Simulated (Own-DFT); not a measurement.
## Calculated data, SiC (2H silicon carbide, atoms displaced), GaP (zincblende, strained, atoms displaced), GaP (zincblende, atoms displaced), GaN (wurtzite, strained, atoms displaced)

Computed with Own-DFT development build. A calculation, not a measurement: plane-wave PBE density functional theory by an unreviewed code, no spin, of a simulated periodic cell, stress positive in tension, free energy of the whole cell less one offset for each atom, forces on such cells passed a denser k mesh, this cell's mesh not checked; offsets are fitted by least squares, one for each functional and potential file, so energies compare only between cells with the same atoms and settings and are not formation energies; the far tail of each file's local potential was reset to the Coulomb form; each entry is a single point on an unrelaxed cell, so the pressure reflects the starting lattice, mostly measured values (interpolated for alloys), from which strain is counted, and rises with the displacements; printed positions are rounded, which can move forces by about a meV/angstrom; the program, named Own-DFT, is a retired in-house code; no spin-orbit coupling.

Common to all runs: functional PBE.

(1) SiC (2H silicon carbide, atoms displaced)

```
CELL_PARAMETERS angstrom
6.16540 0.00000 0.00000
-3.08270 5.33940 0.00000
0.00000 0.00000 10.06810
ATOMIC_POSITIONS crystal
Si 0.00305 0.99584 0.00247
Si 0.16174 0.32485 0.25120
C 0.00151 0.00287 0.18783
C 0.17171 0.33933 0.43766
Si 0.00557 0.99959 0.49755
Si 0.16088 0.33116 0.75047
C 0.00370 0.99138 0.68955
C 0.16251 0.32963 0.93991
Si 0.00124 0.49296 0.00212
Si 0.15341 0.83204 0.25374
C 0.99513 0.49444 0.19068
C 0.16734 0.82798 0.43573
Si 0.00023 0.51358 0.50141
Si 0.16397 0.83185 0.75110
C 0.00140 0.50084 0.68336
C 0.16585 0.82929 0.93505
Si 0.49931 0.99418 0.00326
Si 0.66359 0.32753 0.25507
C 0.50329 0.99942 0.19173
C 0.65941 0.33633 0.43111
Si 0.48403 0.98805 0.49591
Si 0.66705 0.33343 0.74862
C 0.50345 0.00519 0.68452
C 0.66131 0.32697 0.93622
Si 0.49691 0.50195 0.00142
Si 0.66222 0.83021 0.25298
C 0.50854 0.50178 0.18116
C 0.66525 0.82331 0.43952
Si 0.50287 0.50034 0.50003
Si 0.66343 0.83897 0.74702
C 0.50331 0.50007 0.68818
C 0.66877 0.84178 0.93445
```

| Item | Value |
| --- | --- |
| potential files | PseudoDojo norm-conserving, scalar-relativistic, standard set |
| wave cutoff | 42 hartree |
| occupations | Fermi-Dirac |
| smearing width | 0.1 eV |
| hardware | one NVIDIA H100 |
| k mesh | 5 x 5 x 3 centred on Gamma |
| free energy of cell above offsets | -4.508 eV |
| pressure | 3.93 GPa |
| stress xx | -1.86 GPa |
| stress yy | -2.38 GPa |
| stress zz | -7.54 GPa |
| stress yz | -0.12 GPa |
| stress xz | -0.74 GPa |
| stress xy | 1.2 GPa |
| wall time | 121.4 s |

Force:
```tsv
element	x (eV/Å)	y (eV/Å)	z (eV/Å)
Si	-0.614	0.032	-1.01
Si	0.476	1.819	-0.358
C	-0.462	-0.833	0.449
C	-0.622	-0.568	0.308
Si	-0.848	0.486	0.865
Si	1.012	-0.133	-0.264
C	-1.373	1.078	-0.803
C	0.489	-0.021	-0.333
Si	-1.371	0.26	-0.184
Si	1.834	-0.547	-1.537
C	0.227	0.375	-0.022
C	-1.375	0.714	0.113
Si	0.444	-2.705	-0.885
Si	1.012	-0.092	-0.205
C	-0.198	0	1.058
C	0.212	-0.284	1.278
Si	-0.413	0.725	-0.506
Si	-0.135	0.628	-2.504
C	-1.106	-0.585	-0.044
C	1.033	-0.745	2.567
Si	2.216	1.773	0.631
Si	-0.089	0.156	0.322
C	-0.723	-0.576	-0.248
C	0.188	0.486	0.469
Si	0.829	0.005	-1.602
Si	0.414	-0.388	-0.657
C	-0.9	-0.432	2.064
C	-0.276	1.417	-0.246
Si	-0.548	-0.566	0.406
Si	0.978	-0.648	0.195
C	-0.791	0.103	-0.02
C	0.48	-0.935	0.704
```

(2) GaP (zincblende, strained, atoms displaced)

```
CELL_PARAMETERS angstrom
10.86200 0.00000 0.00000
0.00000 10.86200 0.00000
0.00000 0.00000 10.94390
ATOMIC_POSITIONS crystal
Ga 0.99967 0.99661 0.99711
Ga 0.99966 0.25153 0.24993
Ga 0.25304 0.00137 0.25811
Ga 0.24939 0.25263 0.00343
P 0.12934 0.12203 0.12714
P 0.12803 0.38017 0.37456
P 0.38138 0.12396 0.37336
P 0.37563 0.37016 0.12176
Ga 0.00063 0.00030 0.50616
Ga 0.99995 0.24935 0.74680
Ga 0.24936 0.99865 0.75166
Ga 0.24759 0.25357 0.49903
P 0.12470 0.12400 0.62816
P 0.12625 0.37014 0.87640
P 0.37523 0.12374 0.87542
P 0.37488 0.37390 0.62820
Ga 0.99954 0.49859 0.99548
Ga 0.99967 0.75261 0.25493
Ga 0.25078 0.50307 0.24982
Ga 0.24509 0.74851 0.99714
P 0.12444 0.62562 0.12804
P 0.13101 0.87371 0.37353
P 0.36694 0.62031 0.37794
P 0.37258 0.87557 0.12814
Ga 0.99982 0.49920 0.50059
Ga 0.00135 0.74589 0.75291
Ga 0.25309 0.50183 0.75043
Ga 0.25511 0.75205 0.49683
P 0.12156 0.61525 0.62663
P 0.13029 0.87250 0.87870
P 0.37710 0.62813 0.87601
P 0.37662 0.87296 0.62220
Ga 0.50102 0.00107 0.99592
Ga 0.50052 0.25020 0.24935
Ga 0.75064 0.00512 0.24963
Ga 0.74855 0.24616 0.99987
P 0.62671 0.12430 0.12270
P 0.62614 0.37256 0.37482
P 0.87639 0.12762 0.37052
P 0.87602 0.37097 0.12289
Ga 0.49861 0.99783 0.50335
Ga 0.50144 0.24912 0.74831
Ga 0.74905 0.99782 0.75265
Ga 0.74883 0.25071 0.50342
P 0.62464 0.12675 0.62845
P 0.62635 0.37361 0.87764
P 0.87693 0.12149 0.87535
P 0.87654 0.37848 0.62364
Ga 0.49867 0.49764 0.00058
Ga 0.50403 0.75274 0.24690
Ga 0.74763 0.49637 0.25311
Ga 0.75349 0.74983 0.00463
P 0.62383 0.63084 0.12590
P 0.62712 0.87603 0.37561
P 0.87834 0.62768 0.36886
P 0.87642 0.87337 0.12513
Ga 0.49449 0.50164 0.50299
Ga 0.50131 0.75307 0.75174
Ga 0.74652 0.49905 0.75442
Ga 0.74523 0.74934 0.49906
P 0.62206 0.63019 0.62641
P 0.62538 0.87433 0.87383
P 0.87701 0.61895 0.87316
P 0.87549 0.87623 0.62545
```

| Property | Result |
| --- | --- |
| potential files | PseudoDojo norm-conserving, scalar-relativistic, standard set |
| wave cutoff | 42 hartree |
| occupations | Fermi-Dirac |
| smearing width | 0.1 eV |
| hardware | one NVIDIA H100 |
| k mesh | 3 x 3 x 3 centred on Gamma |
| free energy of cell above offsets | -34.925 eV |
| pressure | 3.18 GPa |
| stress xx | -3.38 GPa |
| stress yy | -3.37 GPa |
| stress zz | -2.79 GPa |
| stress yz | 0.43 GPa |
| stress xz | -0.25 GPa |
| stress xy | -0.26 GPa |
| wall time | 510.2 s |

Force:
```tsv
element	x (eV/Å)	y (eV/Å)	z (eV/Å)
Ga	0.389	0.181	0.526
Ga	0.616	-0.003	-0.169
Ga	0.05	0.004	-0.77
Ga	-0.118	-0.847	-0.353
P	-0.466	0.073	-0.003
P	-0.496	-0.512	-0.15
P	-0.464	0.426	0.742
P	0.048	0.805	0.739
Ga	0.055	-0.04	-0.903
Ga	-0.165	0.098	0.393
Ga	0.325	-0.064	-0.155
Ga	0.385	-0.465	0.023
P	0.353	0.166	-0.375
P	0.028	0.484	-0.382
P	-0.132	0.395	-0.139
P	-0.011	-0.049	-0.183
Ga	0.36	-0.248	0.693
Ga	0.474	0.153	-0.679
Ga	-0.008	-0.523	-0.568
Ga	0.828	-0.251	1.019
P	-0.336	-0.098	-0.483
P	-0.78	0.349	0.726
P	1.443	0.629	-0.52
P	0.175	0.025	-0.547
Ga	-0.175	0.199	-0.619
Ga	0.094	0.259	-0.328
Ga	-0.185	-0.313	0.394
Ga	-0.879	-0.568	0.63
P	0.664	1.339	-0.138
P	-0.881	0.25	-0.829
P	-0.133	-0.279	-0.05
P	-0.332	0.184	0.67
Ga	-0.226	-0.364	0.564
Ga	0.285	-0.112	-0.23
Ga	0.085	-0.513	-0.09
Ga	0.519	0.107	-0.061
P	-0.46	-0.043	0.161
P	-0.563	0.342	0.508
P	0.01	-0.202	1.017
P	-0.301	0.503	0.018
Ga	0.526	0.334	-0.281
Ga	-0.262	0.125	0.527
Ga	0.203	0.222	-0.264
Ga	0.342	-0.175	-0.273
P	0.214	-0.523	-0.336
P	-0.317	-0.11	-0.156
P	-0.185	0.364	-0.231
P	-0.527	-0.34	0.318
Ga	0.231	0.415	0.076
Ga	-0.835	-0.026	0.7
Ga	0.383	0.381	-0.675
Ga	-0.073	-0.22	-0.701
P	0.249	-1.184	-0.145
P	-0.227	0.294	-0.132
P	-0.714	-0.59	1.079
P	0.053	0.458	0.282
Ga	0.449	-0.22	-0.174
Ga	-0.244	-0.069	-0.077
Ga	0.083	0.105	-0.652
Ga	0.824	0.016	-0.044
P	0.177	-0.79	0.006
P	0.269	-0.13	0.513
P	-0.508	0.782	0.366
P	-0.186	-0.593	0.177
```

(3) GaP (zincblende, atoms displaced)

```
CELL_PARAMETERS angstrom
10.90100 0.00000 0.00000
0.00000 10.90100 0.00000
0.00000 0.00000 10.90100
ATOMIC_POSITIONS crystal
Ga 0.01098 0.98669 0.99236
Ga 0.00150 0.25541 0.26036
Ga 0.23602 0.01271 0.25415
Ga 0.25078 0.24925 0.99025
P 0.11338 0.12190 0.12246
P 0.15259 0.37270 0.37965
P 0.37680 0.12394 0.37839
P 0.38112 0.36935 0.12303
Ga 0.98526 0.00388 0.50328
Ga 0.99330 0.25715 0.75146
Ga 0.23843 0.98719 0.74926
Ga 0.25424 0.25551 0.49504
P 0.12159 0.10844 0.61982
P 0.13936 0.37434 0.87353
P 0.37445 0.12592 0.87391
P 0.37680 0.40124 0.62437
Ga 0.00798 0.49243 0.00016
Ga 0.01217 0.75170 0.25044
Ga 0.25913 0.50076 0.23746
Ga 0.25124 0.75141 0.00929
P 0.12952 0.63791 0.13502
P 0.12192 0.87671 0.37009
P 0.38228 0.60353 0.36710
P 0.36573 0.86441 0.14053
Ga 0.00483 0.49974 0.49952
Ga 0.00230 0.74394 0.75616
Ga 0.24201 0.51446 0.74074
Ga 0.24751 0.75825 0.50501
P 0.11304 0.62822 0.62125
P 0.12236 0.86054 0.86661
P 0.37673 0.63629 0.89111
P 0.37503 0.87305 0.61055
Ga 0.49873 0.98707 0.99636
Ga 0.51007 0.25266 0.25048
Ga 0.75875 0.98430 0.26448
Ga 0.73914 0.25609 0.01624
P 0.63103 0.11656 0.12127
P 0.62369 0.35333 0.37889
P 0.88467 0.14156 0.39552
P 0.88092 0.37499 0.12780
Ga 0.51069 0.00792 0.49379
Ga 0.49992 0.24171 0.74070
Ga 0.74974 0.00277 0.74134
Ga 0.75035 0.25736 0.50353
P 0.60998 0.13750 0.62401
P 0.62731 0.37697 0.87960
P 0.87135 0.10425 0.86487
P 0.86136 0.38424 0.62676
Ga 0.51608 0.49715 0.00121
Ga 0.49781 0.73514 0.25504
Ga 0.74225 0.50464 0.27556
Ga 0.75022 0.74885 0.99706
P 0.61923 0.61306 0.12989
P 0.61807 0.87634 0.37302
P 0.86670 0.61481 0.37340
P 0.87587 0.86859 0.13571
Ga 0.50505 0.50111 0.50251
Ga 0.49746 0.76166 0.74499
Ga 0.75966 0.50622 0.73664
Ga 0.74579 0.75093 0.51381
P 0.61767 0.62673 0.61106
P 0.63126 0.86883 0.88294
P 0.87472 0.63661 0.87473
P 0.86214 0.88026 0.62587
```

| Property | Result |
| --- | --- |
| potential files | PseudoDojo norm-conserving, scalar-relativistic, standard set |
| wave cutoff | 42 hartree |
| occupations | Fermi-Dirac |
| smearing width | 0.1 eV |
| hardware | one NVIDIA H100 |
| k mesh | 3 x 3 x 3 centred on Gamma |
| free energy of cell above offsets | -27.182 eV |
| pressure | 4.64 GPa |
| stress xx | -4.7 GPa |
| stress yy | -4.57 GPa |
| stress zz | -4.66 GPa |
| stress yz | -1.22 GPa |
| stress xz | -0.44 GPa |
| stress xy | 0.11 GPa |
| wall time | 576.2 s |

Force:
```tsv
element	x (eV/Å)	y (eV/Å)	z (eV/Å)
Ga	-1.526	0.314	0.379
Ga	0.661	0.261	-0.408
Ga	1.191	-0.58	-0.259
Ga	0.431	-0.677	1.696
P	0.528	0.884	-0.386
P	-3.254	1.905	-1.955
P	-0.047	0.552	-0.774
P	-0.07	0.006	-0.664
Ga	1.078	-1.427	-0.03
Ga	0.224	-1.207	-0.01
Ga	1.328	0.85	-0.385
Ga	1.516	-1.871	2.526
P	0.443	2.197	0.564
P	-1.516	0.81	-1.058
P	-0.038	-1.393	-0.616
P	-0.503	-2.617	0.776
Ga	-0.077	0.973	0.19
Ga	-2.082	-0.296	0.739
Ga	-0.37	-0.485	-0.023
Ga	-0.232	0.338	-0.525
P	-0.042	-2.502	-1.425
P	-0.185	0.556	1.696
P	-0.694	1.679	1.379
P	0.731	1.739	-0.254
Ga	-0.602	-0.916	-0.891
Ga	-1.302	0.485	-1.449
Ga	1.033	0.128	1.475
Ga	-0.472	-1.524	-1.639
P	0.663	0.694	-0.16
P	1.32	0.417	1.55
P	0.41	-1.083	-1.742
P	0.78	1.434	1.374
Ga	-0.639	0.49	1.001
Ga	-1.389	-1.94	-1.282
Ga	-0.033	1.976	-0.416
Ga	1.335	-0.399	-1.202
P	-0.621	-0.691	1.29
P	0.237	2.842	0.529
P	-1.278	-0.812	-1.787
P	-0.675	0.436	0.666
Ga	-1.173	-0.447	0.137
Ga	-2.146	3.045	2.427
Ga	-2.009	0.065	0.403
Ga	-0.167	-0.848	0.873
P	3.129	-2.157	-1.374
P	0.689	-0.574	-1.825
P	1.033	2.439	1.759
P	2.89	-1.572	-1.224
Ga	-2.216	-0.127	-0.371
Ga	-0.042	0.776	-0.362
Ga	-1.296	-2.21	-2.558
Ga	0.009	-0.557	1.961
P	1.806	1.357	0.532
P	0.603	-1.179	0.47
P	2.518	2.651	1.87
P	0.562	-0.093	-1.3
Ga	0.049	-1.032	-1.645
Ga	-0.001	-0.97	0.686
Ga	-2.368	1.832	2.415
Ga	0.307	0.176	-2.017
P	0.543	0.298	2.499
P	-0.684	0.908	-1.919
P	0.146	-2.151	0.184
P	1.554	-1.174	-0.111
```

(4) GaN (wurtzite, strained, atoms displaced)

```
CELL_PARAMETERS angstrom
12.75600 0.03190 0.00000
-4.76280 8.27330 0.00000
0.00000 0.00000 10.37000
ATOMIC_POSITIONS crystal
Ga 0.07697 0.21472 0.99584
Ga 0.16331 0.11089 0.24393
N 0.08453 0.21482 0.18595
N 0.17371 0.10477 0.43989
Ga 0.08121 0.22316 0.50607
Ga 0.16380 0.11982 0.76105
N 0.08700 0.21775 0.68845
N 0.16634 0.10141 0.94311
Ga 0.08040 0.55508 0.00178
Ga 0.16122 0.43774 0.25307
N 0.08155 0.55510 0.18747
N 0.16499 0.44285 0.43687
Ga 0.08193 0.55116 0.50676
Ga 0.16629 0.44930 0.74634
N 0.08385 0.56743 0.68182
N 0.15962 0.44047 0.93305
Ga 0.09210 0.89593 0.99613
Ga 0.16627 0.77730 0.24307
N 0.07518 0.88695 0.18419
N 0.16518 0.78576 0.43580
Ga 0.09123 0.88968 0.50296
Ga 0.16486 0.77891 0.75250
N 0.08176 0.88874 0.68669
N 0.16100 0.77710 0.93600
Ga 0.33528 0.22951 0.00319
Ga 0.40656 0.10019 0.26160
N 0.33583 0.22773 0.19910
N 0.40992 0.12318 0.44022
Ga 0.33207 0.22315 0.50157
Ga 0.41924 0.11912 0.74984
N 0.33693 0.22601 0.69075
N 0.41713 0.10824 0.94512
Ga 0.33407 0.55826 0.99264
Ga 0.41527 0.44629 0.25365
N 0.33700 0.56152 0.18253
N 0.41504 0.43993 0.43631
Ga 0.33534 0.56448 0.50305
Ga 0.42198 0.45140 0.74636
N 0.33475 0.54647 0.68585
N 0.41870 0.44719 0.94213
Ga 0.33127 0.88549 0.00357
Ga 0.42200 0.77759 0.24968
N 0.32903 0.88768 0.19223
N 0.41863 0.78620 0.44144
Ga 0.33385 0.89052 0.49187
Ga 0.41740 0.78354 0.74030
N 0.33437 0.89635 0.68084
N 0.42077 0.78441 0.94327
Ga 0.58378 0.22406 0.00072
Ga 0.66578 0.11133 0.25473
N 0.58575 0.22592 0.18267
N 0.66260 0.10474 0.44041
Ga 0.57804 0.21894 0.50385
Ga 0.67072 0.11900 0.75096
N 0.58515 0.22174 0.68824
N 0.66443 0.11816 0.93428
Ga 0.57842 0.54464 0.00330
Ga 0.67190 0.44508 0.25154
N 0.58299 0.56101 0.19572
N 0.66078 0.43788 0.44770
Ga 0.58620 0.55802 0.50010
Ga 0.66432 0.43880 0.74636
N 0.59105 0.56008 0.67493
N 0.67237 0.43710 0.94306
Ga 0.59124 0.89028 0.00446
Ga 0.66387 0.77372 0.25080
N 0.57652 0.88448 0.19529
N 0.66933 0.77420 0.43960
Ga 0.58664 0.88926 0.50655
Ga 0.66733 0.78432 0.75450
N 0.58067 0.87891 0.68038
N 0.66451 0.78364 0.94036
Ga 0.83927 0.23397 0.99876
Ga 0.91277 0.11537 0.25384
N 0.83402 0.21930 0.19198
N 0.91940 0.11011 0.43822
Ga 0.83163 0.21881 0.50363
Ga 0.91942 0.10734 0.74757
N 0.83713 0.21533 0.68978
N 0.91480 0.11198 0.94120
Ga 0.83821 0.56126 0.00288
Ga 0.91804 0.43980 0.25554
N 0.84082 0.54822 0.18484
N 0.91607 0.45109 0.44290
Ga 0.83657 0.56049 0.50219
Ga 0.91561 0.44225 0.75722
N 0.83438 0.55768 0.69438
N 0.91206 0.44749 0.93090
Ga 0.83412 0.88107 0.00459
Ga 0.91223 0.78445 0.24510
N 0.84275 0.89732 0.19391
N 0.92327 0.79178 0.44075
Ga 0.83620 0.88486 0.49616
Ga 0.92425 0.80015 0.74716
N 0.84182 0.88802 0.68700
N 0.92545 0.78237 0.94506
```

| Property | Result |
| --- | --- |
| potential files | PseudoDojo norm-conserving, scalar-relativistic, standard set with the stringent files for Ga |
| wave cutoff | 96 hartree |
| occupations | Gaussian |
| smearing width | 0.01 eV |
| k mesh | 3 x 4 x 3 centred on Gamma |
| stress zz | ? |

## Withheld values
1. Estimate the stress zz of GaN (wurtzite, strained, atoms displaced) (entry 4).
2. Give the table of force values for GaN (wurtzite, strained, atoms displaced) (entry 4).

## Answers
1. -7.93 GPa
2. 
Force:
```tsv
element	x (eV/Å)	y (eV/Å)	z (eV/Å)
Ga	0.751	0.615	0.859
Ga	1.539	-0.865	1.64
N	-2.107	1.408	-0.25
N	-2.391	0.983	-0.553
Ga	1.701	-0.775	-1.465
Ga	2.856	-1.314	-1.223
N	-1.867	1.507	0.271
N	-0.482	3.253	-0.558
Ga	-0.06	-0.03	-0.486
Ga	0.967	0.546	-1.197
N	0.413	-0.561	0.087
N	0.106	0.246	0.913
Ga	-0.375	1.19	-2.4
Ga	0.031	-0.16	-0.012
N	0.641	-1.589	2.172
N	0.734	0.229	0.297
Ga	-1.168	-1.905	1.747
Ga	-1.518	0.052	1.179
N	1.597	0.232	0.05
N	2.128	-2.111	-0.672
Ga	-1.805	0.72	-0.142
Ga	0.258	1.042	-0.81
N	0.951	1.19	0.944
N	1.864	-0.642	0.452
Ga	0.637	-1.098	0.74
Ga	0.629	1.749	-1.822
N	-0.273	-0.794	-1.727
N	3.373	-1.929	0.326
Ga	-1.456	1.102	0.831
Ga	0.031	-1.022	0.802
N	-0.882	0.208	0.405
N	-0.832	0.503	-0.875
Ga	-0.601	0.188	0.708
Ga	-0.114	0.148	-0.193
N	-0.783	-0.907	0.565
N	-0.474	1.62	1.056
Ga	0.575	-1.092	-1.269
Ga	1.19	-0.751	0.28
N	-1.617	1.519	0.562
N	-0.33	-0.199	-1.255
Ga	0.086	0.426	-0.325
Ga	-2.347	-0.849	0.58
N	0.996	-0.208	-0.304
N	0.813	-0.7	-0.583
Ga	-1.293	0.624	0.65
Ga	-0.349	-0.368	1.294
N	0.012	-0.493	0.778
N	0.049	-0.427	-1.31
Ga	-0.285	-0.848	0.206
Ga	-0.494	0.068	-0.705
N	-0.306	-0.764	1.991
N	0.151	0.873	0.343
Ga	0.062	-0.138	-0.76
Ga	0.201	-1.127	-0.166
N	-0.254	-0.438	0.094
N	1.773	-0.922	0.813
Ga	1.201	1.031	0.329
Ga	-0.43	-0.239	0.284
N	0.986	-1.205	-1.142
N	1.458	0.688	-1.492
Ga	-0.807	-0.684	-1.732
Ga	0.609	1.491	0.628
N	-0.799	0.095	3.746
N	-1.721	1.779	-0.992
Ga	-2.485	1.309	0.262
Ga	0.418	1.325	0.532
N	2.417	1.62	-1.104
N	-0.473	0.926	-0.326
Ga	0.132	-0.505	-2.398
Ga	1.163	-0.835	-0.86
N	0.016	1.398	2.53
N	2.229	-1.586	-0.152
Ga	-0.888	-1.284	0.273
Ga	1.981	-0.395	-0.19
N	-1.025	0.539	-0.775
N	-0.863	0.393	0.591
Ga	-0.04	0.416	-0.531
Ga	-0.16	0.044	0.756
N	-0.727	0.752	-0.003
N	-0.128	-0.786	-0.704
Ga	-0.404	-0.08	-0.686
Ga	-0.065	0.437	0.141
N	-1.722	1.065	1.121
N	0.887	-1.347	-0.273
Ga	-0.986	0.475	0.611
Ga	-0.276	0.591	-2.786
N	0.118	0.193	-0.402
N	1.44	0.032	2.372
Ga	-0.327	0.922	-0.227
Ga	2.863	-1.852	1.543
N	-3.342	-0.17	-1.184
N	0.982	-1.956	-0.971
Ga	-0.983	0.674	0.591
Ga	2.096	-3.708	1.771
N	-3.798	1.233	-0.576
N	-1.195	-0.013	-1.152
```

Further results for GaN (wurtzite, strained, atoms displaced) (entry 4):

| Quantity | Value |
| --- | --- |
| free energy of cell above offsets | -4.347 eV |
| pressure | 7.13 GPa |
| stress xx | -7.43 GPa |
| stress yy | -6.03 GPa |
| stress yz | 0.27 GPa |
| stress xz | -0.16 GPa |
| stress xy | 2.48 GPa |
